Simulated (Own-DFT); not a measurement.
Hf₃₆O₇₁ (tetragonal hafnia with one neutral oxygen vacancy, atoms displaced) (calculated)

Computed with Own-DFT development build. A calculation, not a measurement: plane-wave PBE and HSE06 DFT by an unreviewed code, no spin, of a simulated cell at Gamma alone, so results move with cell size and shape, stress positive in tension, energies less offsets, not probed for a lower state with spin; hafnium file: forces about 75 meV/angstrom off all-electron values; oxygen file: force components 24 meV/angstrom off all-electron in a glass; k mesh not checked against a denser one; forces and stress are PBE's, HSE06 gives the energy alone, and its difference from PBE has offsets of its own; offsets are fitted by least squares, one for each functional and potential file, so energies compare only between cells with the same atoms and settings and are not formation energies; the far tail of each file's local potential was reset to the Coulomb form; each entry is a single point on an unrelaxed cell, so the pressure reflects the starting lattice, taken from the Materials Project, from which strain is counted, and rises with the displacements; printed positions are rounded, which can move forces by about a meV/angstrom; the program is a retired in-house code; no spin-orbit coupling.

Common to all runs: first functional PBE; second functional HSE06; exact exchange share 0.25; screening 0.11 1/bohr; exchange divergence Gygi-Baldereschi; potential files PseudoDojo norm-conserving, scalar-relativistic, made for PBE, standard set; wave cutoff 48 hartree; occupations fixed; k mesh 1 x 1 x 1 centred on Gamma.

(1) 
```xyz
107
Lattice="10.7800 0.0000 0.0000 0.0000 10.7800 0.0000 0.0000 0.0000 10.4493" Properties=species:S:1:pos:R:3:force_x:R:1:force_y:R:1:force_z:R:1 formula=Hf36O71 PBE_energy_of_cell_above_offsets=-101.199 HSE06_less_PBE_above_offsets=-0.158 PBE_pressure=0.4 PBE_stress_xx=-1.35 PBE_stress_yy=0.86 PBE_stress_zz=-0.7 PBE_stress_yz=-0.46 PBE_stress_xz=-0.47 PBE_stress_xy=0
Hf     0.0093    10.7571     0.0373     -0.334      0.523     -0.116
Hf     1.8186     1.8275     2.5972      -0.81     -0.642       0.67
O      0.0206     1.8163     1.6061     -0.682     -0.495     -0.084
O      1.7673    10.7618     3.6262      0.027      1.166      0.097
O     10.7375     1.7873     4.2055      0.171      0.197       0.42
O      1.8363     0.0074     1.0049      -0.68     -0.058      0.183
Hf    10.7684     0.0187     5.2356      0.367     -0.567     -0.587
Hf     1.8102     1.7963     7.8283      0.218       0.41      0.781
O      0.0393     1.8138     6.8375     -0.634     -0.018     -0.614
O      1.7960     0.0285     8.8415     -0.113     -0.981     -0.009
O      0.0219     1.7865     9.4276     -0.382     -0.318      0.183
O      1.7983     0.0107     6.2076      0.469      0.076      0.082
Hf     0.0202     3.5756     0.0013      -0.92       0.42     -0.839
Hf     1.7843     5.4068     2.5805     -0.464       0.15      0.748
O     10.7779     5.3689     1.6307     -0.335      0.009     -0.097
O      1.8271     3.5631     3.6876     -0.115      0.633     -0.553
O     10.7790     5.4220     4.1894      0.054     -0.452       0.65
O      1.7692     3.5940     0.9954      0.961      0.039      0.881
Hf    10.7773     3.5857     5.2231       0.17      0.287     -0.174
Hf     1.7763     5.4001     7.8068      0.503     -0.415      1.006
O      0.0194     5.3587     6.8276     -0.621      0.109     -0.527
O      1.7891     3.5700     8.8874       0.19      0.408     -0.394
O      0.0133     5.3933     9.4078      0.164      0.153      0.584
O      1.8414     3.6121     6.2769     -0.619     -0.143      -0.43
Hf     0.0318     7.2297     0.0280     -0.595     -1.063     -0.586
Hf     1.8202     9.0289     2.6785     -0.423     -0.694     -0.548
O      0.0030     9.0163     1.5479     -0.113      0.386      0.256
O      1.8372     7.1900     3.6037       0.03       0.04      0.155
O      0.0369     8.9570     4.1941     -0.162      0.394      0.432
O      1.7744     7.1634     1.0450       0.79     -0.167     -0.033
Hf    10.7574     7.1931     5.3013      0.161      0.091     -1.442
Hf     1.8045     8.9820     7.8859      0.046      0.019     -0.124
O     10.7741     9.0147     6.8218     -0.127     -0.264      0.086
O      1.8156     7.1836     8.8755     -0.465       0.26     -0.191
O     10.7341     8.9778     9.4142      0.498      0.622      0.201
O      1.7686     7.1503     6.2419      0.317        0.2      0.213
Hf     3.5951    10.7486     0.0048      0.575     -0.132     -0.804
Hf     5.3456     1.8451     2.6631      0.126     -1.312      -0.71
O      3.5667     1.8045     1.6216      0.679      0.568     -0.861
O      5.3712     0.0332     3.6280      -0.05     -0.615      0.302
O      3.6083     1.7866     4.1211      0.038     -0.165      1.348
O      5.3840     0.0223     1.0171      0.004     -0.185      0.241
Hf     3.6557    10.7545     5.2605      -0.75       0.16     -0.718
Hf     5.3789     1.7829     7.7842       0.69      0.146      1.234
O      3.6009     1.8353     6.8221      0.029      -0.35     -0.854
O      5.3528     0.0502     8.9094     -0.029      -0.99     -0.891
O      3.5567     1.7521     9.4119      0.152      1.014      0.635
O      5.4358    10.7757     6.3107     -0.894     -0.107     -0.361
Hf     3.5827     3.5570     0.0454      -0.11      0.064     -1.454
Hf     5.3896     5.4196     2.5989     -0.236     -0.013      0.239
O      3.6173     5.3634     1.5846      -0.44     -0.143     -0.279
O      5.3752     3.5812     3.6397      0.294      1.086        0.2
O      3.5802     5.4550     4.1666      0.323     -1.589      0.076
O      5.4084     3.6051     0.9921     -0.758     -0.202      0.566
Hf     3.5967     3.5869     5.2116     -0.531      0.336      0.006
Hf     5.3668     5.3600     7.8559      0.416      0.333      -0.38
O      3.5755     5.4002     6.7769      0.424      0.018      0.015
O      5.4316     3.6022     8.8619     -0.258     -0.665     -0.071
O      3.5828     5.4198     9.3763      0.257     -0.928      0.762
O      5.3793     3.5856     6.2422      0.139      0.213     -0.338
Hf     3.6123     7.1348     0.0542     -1.238      0.464     -1.467
Hf     5.3651     8.9802     2.5692      0.048      0.803      0.762
O      3.5999     8.9973     1.5701     -0.188     -0.166     -0.012
O      5.3693     7.1990     3.6265      0.331      0.048     -0.117
O      3.5847     9.0001     4.1596      0.173      0.056      0.671
O      5.3317     7.1585     1.0541      1.475      0.253      0.092
Hf     3.5794     7.1481     5.2061     -0.226      0.595      0.215
Hf     5.3781     8.9699     7.7973      0.166      0.057      1.087
O      3.5768     8.9628     6.8353     -0.029      0.444     -0.612
O      5.3983     7.1632     8.8383      0.067      0.523      0.262
O      3.5714     8.9409     9.3962        0.1      0.219       0.64
O      5.3634     7.2009     6.2373        0.4      0.048     -0.259
Hf     7.1865     0.0194     0.0026      0.086     -0.086     -0.081
Hf     8.9154     1.7919     2.5843      1.021     -0.045      0.174
O      7.1502     1.8299     1.5848      0.142     -0.217     -0.173
O      8.9577     0.0008     3.6225      0.385     -0.066     -0.642
O      7.2179     1.7397     4.1993     -0.245      1.322     -0.283
Hf     7.1829    10.7782     5.2253       0.35      -0.02     -0.092
Hf     9.0118     1.7880     7.7863     -0.927      0.728      1.032
O      7.1682     1.8085     6.7776      0.363      0.062       0.18
O      8.9497    10.7743     8.8873      0.495       0.19      0.039
O      7.2170     1.7241     9.3840     -0.052      1.233      0.501
O      8.9580     0.0079     6.2515      0.446      0.183      0.178
Hf     7.1769     3.5628     0.0190      0.858      0.028     -1.399
Hf     8.9287     5.3933     2.6660       1.18      0.195     -0.978
O      7.1470     5.3796     1.5725      0.303      0.203      0.143
O      9.0019     3.5825     3.6162     -0.431      0.318       0.14
O      7.2007     5.4195     4.1853     -0.157     -0.291       -0.5
O      8.9841     3.6107     0.9907     -0.336     -0.162      0.416
Hf     7.1657     3.6317     5.1795      0.449     -0.766      1.024
Hf     9.0003     5.4452     7.8226     -0.344     -1.108      0.486
O      7.2210     5.3827     6.7602     -0.979       0.01      0.261
O      8.9660     3.6317     8.8634      0.016     -0.642     -0.712
O      7.1667     5.4232     9.3902      0.221      0.027      0.579
O      8.9551     3.6067     6.2137      0.527     -0.359     -0.188
Hf     7.1688     7.1789     0.0087      0.195      -0.11     -0.498
Hf     8.9640     9.0131     2.5854      0.555     -0.219      0.404
O      7.1851     9.0182     1.6176     -0.166     -0.123     -0.506
O      9.0087     7.2103     3.6038     -0.497     -0.098      0.209
O      7.2076     9.0334     4.1957     -0.232     -0.947       0.15
O      8.9863     7.1641     1.0042     -0.438      0.114     -0.147
Hf     7.1934     7.1897     5.2190     -0.617      0.733      0.189
Hf     8.9954     9.0094     7.8859     -0.292      0.096     -0.345
O      7.1781     8.9544     6.8130      0.383     -0.072      0.147
O      9.0939     7.2041     8.8172     -0.703      0.127      0.234
O      7.1709     9.0049     9.4389      0.055     -0.643      0.202
O      8.9449     7.1326     6.2119      0.675      0.205      0.407
```

Units: PBE_energy_of_cell_above_offsets, HSE06_less_PBE_above_offsets in eV; PBE_pressure, PBE_stress_xx, PBE_stress_yy, PBE_stress_zz, PBE_stress_yz, PBE_stress_xz, PBE_stress_xy in GPa; force_x, force_y, force_z in eV/Å.

(2) 
```xyz
107
Lattice="10.7800 0.0000 0.0000 0.0000 10.7800 0.0000 0.0000 0.0000 10.4493" Properties=species:S:1:pos:R:3:force_x:R:1:force_y:R:1:force_z:R:1 formula=Hf36O71 PBE_energy_of_cell_above_offsets=-96.258 HSE06_less_PBE_above_offsets=0.103 PBE_pressure=2.62 PBE_stress_xx=-3.42 PBE_stress_yy=-1.4 PBE_stress_zz=-3.04 PBE_stress_yz=1.08 PBE_stress_xz=1.07 PBE_stress_xy=0.05
Hf    10.6924     0.0205     0.0284      2.752     -1.275     -1.688
Hf     1.7997     1.7644     2.6367      0.211      0.457     -0.106
O      0.0075     1.8949     1.6200       -0.2      -0.77     -0.726
O      1.7952     0.0311     3.6041        0.3     -1.118      0.405
O     10.7546     1.7484     4.2941      0.413      0.864     -0.018
O      1.8533     0.0872     1.0463     -2.014     -0.411     -0.344
Hf    10.7621     0.0334     5.3137     -0.053     -1.182     -1.753
Hf     1.7457     1.8172     7.9207     -0.384     -1.022     -0.999
O      1.7534    10.7003     8.7959      0.541      1.744      0.822
O      0.0730     1.8101     9.4087     -0.234      -0.96     -0.201
O      1.7058    10.7238     6.2199      1.923      1.285      0.566
Hf     0.0131     3.5536    10.4183     -0.315      2.668      0.598
Hf     1.7712     5.4121     2.6351     -0.109     -0.649     -1.414
O     10.6371     5.3545     1.5635      3.752     -0.068     -0.352
O      1.7931     3.6178     3.6175      0.292     -0.672      0.684
O      0.0186     5.3947     4.2176      0.365     -0.524     -0.561
O      1.7956     3.6679     0.9206      0.336      0.028      0.376
Hf     0.0769     3.5513     5.2495     -2.495      1.537     -0.333
Hf     1.8961     5.3035     7.8132     -4.107      2.307       1.09
O     10.7348     5.3187     6.7588      1.535     -0.121      0.892
O      1.7422     3.6257     8.8516      0.648     -1.379     -0.146
O      0.0894     5.4135     9.4503     -0.353     -0.568      0.027
O      1.8108     3.5454     6.2657      0.147     -0.406      0.613
Hf     0.0822     7.2247     0.0284     -2.988     -1.649     -1.271
Hf     1.8288     8.9421     2.6310     -1.659      0.812      0.509
O      0.0276     8.9901     1.6390       0.08      0.959     -0.645
O      1.7041     7.1822     3.5003      0.242      0.292      1.725
O     10.7141     9.0097     4.2691      0.255      0.381     -0.432
O      1.6865     7.2181     1.0590      2.437     -0.333      0.358
Hf     0.0032     7.1765     5.2150     -1.127      0.102      0.359
Hf     1.8404     8.8924     7.8880     -1.008      0.278     -0.453
O      0.0831     8.8957     6.8024     -1.081      0.663      0.649
O      1.8219     7.2239     8.8967      0.179     -1.731     -0.064
O      0.0267     8.9330     9.4607     -0.357       2.27     -0.004
O      1.7709     7.2264     6.2133      1.493      -0.66     -0.097
Hf     3.5227     0.0332     0.0369      0.839     -0.536     -1.081
Hf     5.4450     1.7560     2.6473     -1.798      0.545      0.248
O      3.4911     1.8362     1.5473      2.206       0.24      0.156
O      5.3830    10.7443     3.7555      0.512      0.125     -1.398
O      3.5939     1.7229     4.1646     -0.072      0.905      0.734
O      5.3501     0.0025     1.0615     -0.172      0.298      0.237
Hf     3.5586    10.7559     5.2837     -0.048      -0.14     -0.424
Hf     5.3421     1.7719     7.9492      0.914      1.334     -1.582
O      3.6430     1.8675     6.8379     -1.238     -0.584     -0.267
O      5.3575     0.0304     8.8671      0.195      -0.89      0.308
O      3.5833     1.8416     9.3743     -0.127     -1.001      0.247
O      5.3927    10.7350     6.2481     -0.876      0.367      0.503
Hf     3.6380     3.5897    10.3644     -0.212      0.895      2.113
Hf     5.4043     5.3731     2.5845      0.116      0.685      1.081
O      3.5864     5.4964     1.5630     -0.464     -0.883       0.25
O      5.3605     3.6086     3.6044      0.011     -1.472     -0.061
O      3.6988     5.4597     4.1577     -1.112     -0.614      1.311
O      5.5313     3.5787     0.9794     -3.551     -0.325      1.019
Hf     3.5412     3.5057     5.2708      2.366      0.734     -1.362
Hf     5.3330     5.3757     7.8208      2.536      0.498     -0.377
O      3.5525     5.3868     6.8684       1.33     -0.368     -1.607
O      5.3718     3.6721     8.9204     -0.407     -1.456     -0.377
O      3.5462     5.3976     9.4321     -0.161     -0.508     -0.432
O      5.4456     3.5637     6.2871     -1.683      0.433     -0.422
Hf     3.5946     7.1739     0.0318     -1.375     -0.204     -0.767
Hf     5.3440     8.9301     2.5655      1.113     -0.284      0.567
O      3.5088     8.8856     1.6240      1.401      0.681     -0.554
O      5.4658     7.2045     3.6620     -0.366      0.756     -0.415
O      3.6349     8.9381     4.2453     -0.468      1.115     -0.689
O      5.2676     7.1657     1.0361      2.577      0.721      0.399
Hf     3.6633     7.2494     5.2680     -1.218     -1.681     -0.603
Hf     5.4073     9.0148     7.7763     -0.507     -0.531      1.669
O      3.5291     8.9928     6.8142      1.559      0.224     -0.275
O      5.3368     7.1276     8.8811      0.302       0.75     -0.262
O      3.6073     8.9515     9.4352      0.084      1.237      0.576
O      5.3548     7.1696     6.2850     -0.097       0.61      0.627
Hf     7.1959     0.0636     0.0733     -1.685     -2.573     -1.652
Hf     8.9676     1.8443     2.4710      0.912      1.156      2.665
O      7.1816     1.8195     1.5797     -0.122     -1.027     -0.159
O      8.9629     0.0486     3.5515     -0.485      0.469     -0.514
O      7.1673     1.8436     4.2700     -0.346     -2.248     -2.409
O      8.9766    10.7531     0.9054      -0.12      0.655       1.54
Hf     7.1566     0.0191     5.1861       0.26     -1.323      0.013
Hf     8.9382     1.7608     7.7958      0.283      1.202     -0.487
O      7.1503     1.8462     6.7906      0.291     -0.824      0.876
O      8.9984     0.0157     8.8059      0.381       0.29       0.49
O      7.1758     1.8019     9.4613      -0.14     -0.846     -0.768
O      9.0038     0.0286     6.2521     -0.823      0.262      0.374
Hf     7.1637     3.5464    10.4180      1.852      2.392      -0.24
Hf     9.0730     5.4114     2.6277     -3.163      0.945       0.91
O      7.1420     5.3706     1.6239      0.827      0.657     -1.075
O      9.0239     3.6375     3.5681     -0.119     -2.107      0.063
O      7.2111     5.4457     4.1669     -0.507     -0.734      0.655
O      8.9524     3.6435     0.9828      0.042     -1.304     -0.237
Hf     7.1669     3.5103     5.1765      0.436      4.634      1.224
Hf     8.9487     5.3080     7.8851      0.124      2.497     -1.763
O      7.1768     5.4579     6.7139     -0.594     -0.105      1.643
O      8.9261     3.6234     8.8701      0.821     -2.553     -0.159
O      7.2282     5.3287     9.3328     -0.361      0.953      0.949
O      8.9558     3.6643     6.1828      0.543     -1.337      0.267
Hf     7.1670     7.1371     0.0082      0.967      0.258     -0.324
Hf     9.0340     8.9854     2.5826     -1.114     -1.324      1.426
O      7.1747     8.9775     1.5035     -0.541      0.335      1.067
O      8.9970     7.2185     3.6257      0.676      0.056     -0.198
O      7.3030     8.9460     4.2184     -0.423      1.822     -0.372
O      8.9707     7.1658     1.0604     -0.077      0.561     -0.747
Hf     7.1439     7.2596     5.2877      1.625     -2.622     -1.073
Hf     9.0763     9.0132     7.7456     -0.705     -2.173       1.05
O      7.0965     9.0723     6.7533      1.725      -0.42      0.254
O      9.0527     7.2233     8.8248     -0.504     -0.483     -0.286
O      7.2717     8.9504     9.4267     -0.918      0.899      -0.02
O      9.0085     7.1619     6.2416     -0.546      1.136     -0.134
```

Units: PBE_energy_of_cell_above_offsets, HSE06_less_PBE_above_offsets in eV; PBE_pressure, PBE_stress_xx, PBE_stress_yy, PBE_stress_zz, PBE_stress_yz, PBE_stress_xz, PBE_stress_xy in GPa; force_x, force_y, force_z in eV/Å.
